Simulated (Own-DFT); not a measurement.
# Which defects push the lattice out? wurtzite GaN

The numbers are computed, not measured, by runs of the plane-wave DFT program Own-DFT (in-house, retired, unreviewed) at fixed positions, with no spin and no spin-orbit coupling.

Method: PBE; PseudoDojo norm-conserving scalar-relativistic files; cutoff 42 hartree; 4 x 4 x 3 k mesh centred on Gamma; Fermi-Dirac smearing of 0.1 eV.

Caveats (not all hold for every row): some atoms lie very close together; not probed for a lower state with spin; forces not confirmed at this smearing and k mesh; stress not checked against mesh or cutoff.

All runs share one cell, with vectors in Å (9.567, 0.000, 0.000); (-4.784, 8.285, 0.000); (0.000, 0.000, 10.370) and a volume of 822.0 Å³. Atoms were moved at random from their sites; u is the rms move along one axis. The defect's site can differ from row to row.

| cell | formula | u (Å) | P (GPa) |
|---|---|---|---|
| no defect | Ga36N36 | 0.0193 | 5.87 |
| no defect | Ga36N36 | 0.0206 | 5.98 |
| no defect | Ga36N36 | 0.0488 | 7.67 |
| one N on a Ga site | Ga35N37 | 0.0271 | 5.26 |
| one N on a Ga site | Ga35N37 | 0.0477 | 6.75 |
| one N on a Ga site | Ga35N37 | 0.0553 | 7.48 |
| one Ga on an N site | Ga37N35 | 0.0303 | 12.14 |
| one Ga on an N site | Ga37N35 | 0.0306 | 12.04 |
| one Ga on an N site | Ga37N35 | 0.0480 | ? |
| one Ga on an N site | Ga37N35 | 0.0486 | 12.80 |

## Fit

P = P0 + c u² + a shift for each defect gives P0 = 5.62 GPa, c = 836 ± 80 GPa/Å² and a scatter of 0.21 GPa. The shifts, and each times the cell's volume:

- one Ga on an N site: 5.53 ± 0.17 GPa, 28.4 eV
- one N on a Ga site: -0.82 ± 0.19 GPa, -4.2 eV

Against the defect-free cell, a freed cell would be larger where the shift is positive and smaller where it is negative (160.2 GPa Å³ is 1 eV). The atoms around the defects weren't relaxed, which would change these numbers.

## The run left out

The question: what pressure belongs in the blank (one Ga on an N site, u = 0.0480 Å)?

Estimate: 13.08 ± 0.25 GPa. The calculation gave 13.23 GPa.
